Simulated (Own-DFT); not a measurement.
# Computed records: GaP (zincblende, atoms displaced)

Computed with Own-DFT development build. A calculation, not a measurement: plane-wave PBE density functional theory by an unreviewed code, no spin, of a simulated periodic cell, stress positive in tension, free energy of the whole cell less one offset for each atom, forces on such cells passed a denser k mesh, this cell's mesh not checked; offsets are fitted by least squares, one for each functional and potential file, so energies compare only between cells with the same atoms and settings and are not formation energies; the far tail of each file's local potential was reset to the Coulomb form; each entry is a single point on an unrelaxed cell, so the pressure reflects the starting lattice, mostly measured values (interpolated for alloys), from which strain is counted, and rises with the displacements; printed positions are rounded, which can move forces by about a meV/angstrom; the program, named Own-DFT, is a retired in-house code; no spin-orbit coupling; before rounding, a Quantum ESPRESSO 7.3.1 run of the same cell and cutoff gave forces within 1 meV/angstrom rms on each cell, which checks the program and not the settings.

```json
{"formula": "GaP", "kind": "zincblende, atoms displaced", "structure": {"cell_angstrom": [[16.3515, 0.0, 0.0], [0.0, 10.901, 0.0], [0.0, 0.0, 10.901]], "atoms_fractional": [["Ga", 0.99109, 0.97941, 0.00615], ["Ga", 6e-05, 0.27196, 0.25588], ["Ga", 0.16833, 0.01949, 0.23757], ["Ga", 0.15703, 0.27536, 0.9845], ["P", 0.10479, 0.14719, 0.13646], ["P", 0.0734, 0.38575, 0.38035], ["P", 0.2522, 0.12742, 0.36732], ["P", 0.25058, 0.38219, 0.13329], ["Ga", 0.97584, 0.99652, 0.48039], ["Ga", 0.01201, 0.23746, 0.74641], ["Ga", 0.16707, 0.9954, 0.74644], ["Ga", 0.15341, 0.24515, 0.48226], ["P", 0.09687, 0.11938, 0.61434], ["P", 0.09521, 0.36145, 0.85291], ["P", 0.24301, 0.1268, 0.86501], ["P", 0.24466, 0.36963, 0.6362], ["Ga", 0.99478, 0.50303, 0.02125], ["Ga", 0.99075, 0.74964, 0.2505], ["Ga", 0.14048, 0.49987, 0.26499], ["Ga", 0.15871, 0.75056, 0.00669], ["P", 0.07563, 0.62839, 0.13076], ["P", 0.0809, 0.86056, 0.38325], ["P", 0.24768, 0.62412, 0.37139], ["P", 0.25552, 0.88043, 0.11519], ["Ga", 0.99336, 0.48959, 0.48396], ["Ga", 0.00713, 0.75815, 0.76029], ["Ga", 0.17671, 0.50439, 0.76259], ["Ga", 0.16667, 0.74968, 0.50457], ["P", 0.06611, 0.62438, 0.63679], ["P", 0.09024, 0.86439, 0.88802], ["P", 0.25214, 0.62064, 0.85867], ["P", 0.24945, 0.87697, 0.60346], ["Ga", 0.33439, 0.99441, 0.98275], ["Ga", 0.31297, 0.24029, 0.23518], ["Ga", 0.51013, 0.99545, 0.25407], ["Ga", 0.51163, 0.24015, 0.97053], ["P", 0.4214, 0.08349, 0.10741], ["P", 0.42071, 0.38864, 0.39423], ["P", 0.58878, 0.13379, 0.36922], ["P", 0.57962, 0.35121, 0.1311], ["Ga", 0.33257, 0.98415, 0.4802], ["Ga", 0.35035, 0.25093, 0.75338], ["Ga", 0.49951, 0.99999, 0.7344], ["Ga", 0.49983, 0.20774, 0.48284], ["P", 0.41596, 0.11064, 0.61204], ["P", 0.41805, 0.39173, 0.8733], ["P", 0.58734, 0.11682, 0.87112], ["P", 0.57006, 0.35158, 0.6175], ["Ga", 0.36537, 0.50868, 0.02989], ["Ga", 0.33396, 0.75593, 0.24385], ["Ga", 0.47802, 0.50913, 0.2388], ["Ga", 0.50246, 0.75362, 0.99275], ["P", 0.42894, 0.62071, 0.10975], ["P", 0.40783, 0.8574, 0.3686], ["P", 0.56981, 0.61004, 0.36424], ["P", 0.57404, 0.9088, 0.11753], ["Ga", 0.32753, 0.5106, 0.47396], ["Ga", 0.33536, 0.75014, 0.74103], ["Ga", 0.49339, 0.49983, 0.75369], ["Ga", 0.484, 0.77432, 0.47223], ["P", 0.41457, 0.62703, 0.6248], ["P", 0.4118, 0.88282, 0.86117], ["P", 0.57403, 0.63818, 0.86237], ["P", 0.57163, 0.87319, 0.61681], ["Ga", 0.66305, 0.99867, 0.00242], ["Ga", 0.66371, 0.2528, 0.23811], ["Ga", 0.84082, 0.99538, 0.24646], ["Ga", 0.83121, 0.25742, 0.02733], ["P", 0.75118, 0.1078, 0.15433], ["P", 0.74686, 0.3723, 0.34793], ["P", 0.91154, 0.1056, 0.37769], ["P", 0.91091, 0.36254, 0.12359], ["Ga", 0.66117, 0.00217, 0.50877], ["Ga", 0.66687, 0.24917, 0.7489], ["Ga", 0.82726, 0.02985, 0.75942], ["Ga", 0.83049, 0.25411, 0.51227], ["P", 0.77527, 0.12046, 0.62723], ["P", 0.75778, 0.36437, 0.86757], ["P", 0.90847, 0.13689, 0.8934], ["P", 0.92377, 0.38163, 0.6159], ["Ga", 0.65891, 0.49704, 0.9833], ["Ga", 0.64184, 0.73784, 0.24779], ["Ga", 0.82719, 0.52026, 0.26824], ["Ga", 0.83847, 0.76306, 0.97159], ["P", 0.7543, 0.62168, 0.14941], ["P", 0.76686, 0.8722, 0.38112], ["P", 0.91209, 0.62936, 0.36339], ["P", 0.92815, 0.90933, 0.15842], ["Ga", 0.67457, 0.49981, 0.49817], ["Ga", 0.67078, 0.76878, 0.75892], ["Ga", 0.83912, 0.49244, 0.75344], ["Ga", 0.8193, 0.73726, 0.48913], ["P", 0.74824, 0.64592, 0.6514], ["P", 0.76368, 0.88865, 0.87345], ["P", 0.90532, 0.61238, 0.8867], ["P", 0.9239, 0.86409, 0.65503]]}, "settings": {"functional": "PBE", "potential_files": "PseudoDojo norm-conserving, scalar-relativistic, standard set", "wave_cutoff [hartree]": 42.0, "occupations": "Fermi-Dirac", "smearing_width [eV]": 0.1, "k_mesh": "2 x 3 x 3 centred on Gamma"}, "results": {"stress_xx [GPa]": null, "pressure [GPa]": null}}
```

Question: GaP (zincblende, atoms displaced): stress xx?
Answer: -7.81 GPa

Question: Estimate the pressure of GaP (zincblende, atoms displaced).
Answer: 8.39 GPa

Question: Give the table of force values for GaP (zincblende, atoms displaced).
Answer: 
Force:
```
element  x (eV/Å)  y (eV/Å)  z (eV/Å)
     Ga     1.937     2.546    -2.326
     Ga    -0.568    -3.066    -1.019
     Ga     1.383    -3.789     2.062
     Ga     3.915    -2.976     4.013
      P    -3.973      2.16    -2.272
      P     1.217    -2.974     0.571
      P    -0.867    -1.114      2.01
      P    -1.123     2.014    -1.797
     Ga      5.37    -5.061     5.477
     Ga    -1.237    -0.459    -0.521
     Ga     0.657    -0.512    -0.197
     Ga     2.448     0.828     0.836
      P    -3.204    -1.144     0.096
      P    -3.778     3.907    -1.308
      P     1.705     0.458     0.899
      P     1.069    -0.033    -2.157
     Ga    -0.351    -1.096    -1.804
     Ga     1.488     0.812     0.287
     Ga     4.088     1.889    -2.155
     Ga     3.137    -1.785     0.937
      P     0.173     0.225     0.017
      P    -0.582      1.54    -1.325
      P    -2.014      1.45    -1.825
      P    -1.158     -0.72     0.459
     Ga    -1.382     4.114     2.032
     Ga    -0.131    -1.456     1.372
     Ga    -2.545    -1.372    -2.983
     Ga    -1.109    -1.414      0.21
      P     2.506    -1.405    -1.457
      P    -1.686     2.553    -1.368
      P     2.054     2.712     3.993
      P     0.193    -0.203     2.351
     Ga    -1.901      0.64    -0.401
     Ga     3.486     0.001    -0.444
     Ga    -2.953     1.737      2.38
     Ga     -2.29     1.409     2.602
      P      0.32     3.495     1.251
      P     0.129    -2.081    -1.905
      P     1.715    -2.314    -1.078
      P    -2.217     2.793    -2.904
     Ga    -0.743     1.906     0.717
     Ga    -2.384    -0.359      -0.9
     Ga    -0.114     0.141      1.35
     Ga    -2.046     3.439     1.784
      P    -1.051     0.275     0.221
      P    -0.078    -2.391      1.73
      P     1.182    -1.251    -2.259
      P     1.299     1.152      0.36
     Ga    -9.409    -8.163    -6.231
     Ga    -1.987    -1.914    -1.884
     Ga     2.891    -4.042     3.512
     Ga    -0.438     2.104    -0.161
      P     3.728     10.85     3.756
      P    -2.018     5.368    -4.259
      P    -0.084     0.818     1.645
      P     1.362    -5.436    -1.356
     Ga     0.563    -1.543     3.803
     Ga    -0.844     0.378    -0.311
     Ga     1.293      0.71    -2.628
     Ga     5.698    -6.081     5.815
      P      0.31     0.009    -1.643
      P     1.275    -1.445      -0.3
      P     1.957     -0.68     0.135
      P     1.653    -0.586    -0.385
     Ga     2.664     0.744    -0.386
     Ga      1.44    -1.455     0.731
     Ga     -4.27     1.249     3.266
     Ga    -3.135    -2.973    -2.393
      P    -1.444     1.678    -2.809
      P     0.886     0.127     3.309
      P    -2.372     7.113    -2.748
      P     2.546     3.845     3.112
     Ga     1.784     -0.24    -0.391
     Ga     0.341    -0.254     -0.85
     Ga     4.527    -3.813     3.648
     Ga      1.19     1.408    -2.601
      P    -6.714     1.943    -3.608
      P    -1.223     0.341     1.104
      P     1.922    -0.579    -0.411
      P    -1.082    -1.468     1.516
     Ga     0.831    -0.186     1.198
     Ga     2.186     1.138    -0.875
     Ga     0.608    -3.413    -0.868
     Ga     0.405    -1.136     3.679
      P    -3.094     2.727    -4.332
      P    -3.895      2.13    -1.581
      P     1.244    -0.058      2.92
      P     2.532    -4.941    -3.087
     Ga     -1.21    -0.289     0.512
     Ga    -1.663     0.646     0.172
     Ga    -0.567     0.237    -1.083
     Ga     2.207    -1.179     2.893
      P     1.016    -2.932    -2.363
      P    -3.445     1.197    -0.064
      P     2.685     0.294    -0.168
      P    -2.836     2.536    -2.562
```

Further results for GaP (zincblende, atoms displaced):

```
free energy of cell above offsets : -14.995 eV
stress yy                         : -8.39 GPa
stress zz                         : -8.97 GPa
stress yz                         : 1.33 GPa
stress xz                         : -2.07 GPa
stress xy                         : 1.05 GPa
```
